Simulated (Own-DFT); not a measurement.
# How strain changes the stress of wurtzite AlN, 72 atoms (Al36N36)

All numbers below are calculated, not measured. They come from Own-DFT, an in-house plane-wave density functional program, since retired, whose code no person has reviewed. Each row is one single-point run on a periodic cell that was not relaxed, without spin or spin-orbit coupling.

Settings of every run: PBE; PseudoDojo norm-conserving scalar-relativistic files; cutoff 42 hartree; 3 x 3 x 2 k mesh centred on Gamma; Fermi-Dirac smearing of 0.1 eV.

Known limits: forces on such cells moved up to 12 meV/angstrom on a denser k mesh; stress not checked against mesh or cutoff.

Unstrained cell vectors in Å: (9.336, 0.000, 0.000); (-4.668, 8.085, 0.000); (0.000, 0.000, 9.964). The unstrained cell has measured lattice constants (interpolated for alloys), not those of this functional. That, the random moves and any unrelaxed bonds set the pressure at no strain. Each run strains this cell uniformly, with the atoms carried along. Every atom was also moved at random, by a Gaussian of width 0.05 Å on each axis. Strain is the symmetric tensor, in per cent. Stress is positive in tension, and the pressure is minus a third of its trace.

```
run  e_xx (%)  e_yy (%)  e_zz (%)  e_yz (%)  e_xz (%)  e_xy (%)  s_xx (GPa)  s_yy (GPa)  s_zz (GPa)  s_yz (GPa)  s_xz (GPa)  s_xy (GPa)  P (GPa)  E (meV/atom)
  1     -0.73     -0.71     -1.90      0.38      1.78      0.85      -15.32      -12.16      -12.93        1.13        5.02        2.88    13.47          42.0
  2      1.32     -1.76      0.71      1.15      0.50     -0.67       -0.14      -13.35       -3.92        2.91        0.93       -3.24     5.81          27.1
  3      1.51      0.22      0.28     -1.58     -0.49     -1.00        1.74       -3.21       -3.81       -2.61       -1.17       -1.92     1.76          13.7
  4      1.56     -1.07     -1.78      1.96      0.38      1.95       -1.85      -11.03      -12.97        5.84        1.34        5.19     8.62          29.7
  5      0.62      1.32      1.32      1.87     -1.87     -0.73       -0.55        0.39        1.95        4.59       -4.06       -1.44    -0.60          17.7
  6      1.93      0.25     -1.39     -0.90     -1.36      1.45        1.50       -4.78       -9.51       -3.34       -3.50        4.77     4.26          21.1
  7      0.13      1.15     -0.85     -0.69     -0.67      0.64       -5.36       -2.50       -6.59       -1.81       -1.05        5.14     4.82          17.2
  8      0.91      1.84     -0.53      1.01     -0.02     -0.09        1.48        3.14       -6.85        2.35        0.35       -1.58     0.75           0.9
  9     -1.08     -0.80     -0.41      0.70      1.38     -1.39      -11.32      -12.96       -8.31        1.39        3.92       -5.34    10.86          25.2
 10      0.26      1.53      1.04      0.70     -1.42     -0.81       -1.94        3.54       -1.41        0.94       -3.93       -1.75    -0.06           0.0
 11     -0.82     -1.95      1.67     -1.00     -1.69     -0.56      -11.98      -14.62        0.38       -3.56       -4.46       -2.54     8.74          20.9
 12     -0.15      0.84     -1.48     -1.45     -1.93      0.63       -7.12       -3.79      -11.92       -3.73       -5.43        3.36     7.61          26.6
 13     -0.42     -0.56     -0.32     -1.30     -0.08      1.37       -9.33      -10.49       -6.53       -3.20        0.25        6.52     8.78          20.1
 14      1.51     -0.58     -0.14     -0.50      1.36      1.50        0.00       -8.30       -4.76       -1.16        3.36        5.20     4.35          13.5
 15     -0.12      0.04     -0.15     -0.68      1.66     -1.62       -6.41       -7.81       -4.73       -2.13        3.74       -3.97     6.31          21.4
 16     -0.90      0.51      0.51     -1.12     -1.75     -0.22       -8.20       -2.91       -5.55       -3.23       -3.30       -0.95     5.55          16.2
 17      1.19     -1.37      1.97     -1.00     -0.61     -1.48       -2.50       -9.06        3.21       -1.27       -2.29       -6.31     2.78          22.3
 18     -1.35      1.92      0.88      0.13     -0.07      0.21           ?           ?           ?           ?           ?           ?        ?             ?
```

E is the free energy for each atom above the lowest run shown.

## Worked fit

Each stress component was fitted by least squares to a constant and the strains of the runs shown, as fractions, with shears doubled. Shear strains stay in the fit of a normal stress only where such slopes are resolved. The slopes, in GPa:

```
stress,at no strain,per e_xx,per e_yy,per e_zz,scatter
s_xx,-6.2,478 ± 31,157 ± 27,102 ± 27,1.25
s_yy,-6.5,106 ± 25,483 ± 21,107 ± 21,0.98
s_zz,-5.4,51 ± 28,42 ± 24,400 ± 24,1.12
```

Each shear stress against twice its own strain: yz 122 ± 9, xz 128 ± 7, xy 180 ± 21 GPa. These are stiffnesses along x, y and z of the frame in which the cell vectors are given, which need not be the crystal's axes. The atoms are held to the strained lattice; where symmetry lets them move under strain, relaxing them would lower some slopes. The table should be nearly symmetric about its diagonal, and what it lacks of that shows the noise. A ninth of its sum, 214 ± 4 GPa, estimates the bulk modulus near the mean pressure of these runs, 5.5 GPa, so it lies above the value at zero pressure.

## Withheld run

Question: what normal stresses and pressure should run 18 give?

The fit gives s_xx = -8.8, s_yy = 2.3, s_zz = -1.8 and P = 2.8 GPa. The calculation gave -9.40, 1.37, -1.07 and P = 3.03 GPa.
